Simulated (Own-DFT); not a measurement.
# Point defects and the pressure they add: wurtzite GaN

Calculated, not measured: single-point runs of Own-DFT, a retired in-house plane-wave DFT program that no person has reviewed, on unrelaxed cells, without spin or spin-orbit coupling.

Settings: PBE; PseudoDojo norm-conserving scalar-relativistic files; cutoff 42 hartree; 4 x 4 x 3 k mesh centred on Gamma; Fermi-Dirac smearing of 0.1 eV.

Known weak points (not all hold for every row): not probed for a lower state with spin; forces not confirmed at this smearing and k mesh; stress not checked against mesh or cutoff.

All runs share one cell, with vectors in Å (9.567, 0.000, 0.000); (-4.784, 8.285, 0.000); (0.000, 0.000, 10.370) and a volume of 822.0 Å³. The atoms are randomly displaced, by u rms on each axis. The defect's site can differ from row to row.

```
cell,formula,u (Å),P (GPa)
no defect,Ga36N36,0.0205,5.90
no defect,Ga36N36,0.0480,7.24
no defect,Ga36N36,0.0492,7.66
one N on a Ga site,Ga35N37,0.0268,5.36
one N on a Ga site,Ga35N37,0.0292,5.41
one N on a Ga site,Ga35N37,0.0481,6.51
one N on a Ga site,Ga35N37,0.0491,?
one Ga on an N site,Ga37N35,0.0273,11.73
one Ga on an N site,Ga37N35,0.0305,12.04
one Ga on an N site,Ga37N35,0.0538,14.20
```

## Working it out

P = P0 + c u² + a shift for each defect gives P0 = 5.35 GPa, c = 921 ± 88 GPa/Å² and a scatter of 0.23 GPa. The shifts, and each times the cell's volume:

- one Ga on an N site: 5.90 ± 0.19 GPa, 30.3 eV
- one N on a Ga site: -0.78 ± 0.19 GPa, -4.0 eV

Positive is outwards. The product with the volume (160.2 GPa Å³ to the eV) is nearly free of the cell's size; divided by the bulk modulus at the cell's pressure it gives the volume that the defect adds. The atoms around the defects weren't relaxed, which would change these numbers.

## Withheld run

Q: what pressure belongs in the blank (one N on a Ga site, u = 0.0491 Å)?

From the fit: 6.79 ± 0.29 GPa. Computed: 6.58 GPa.
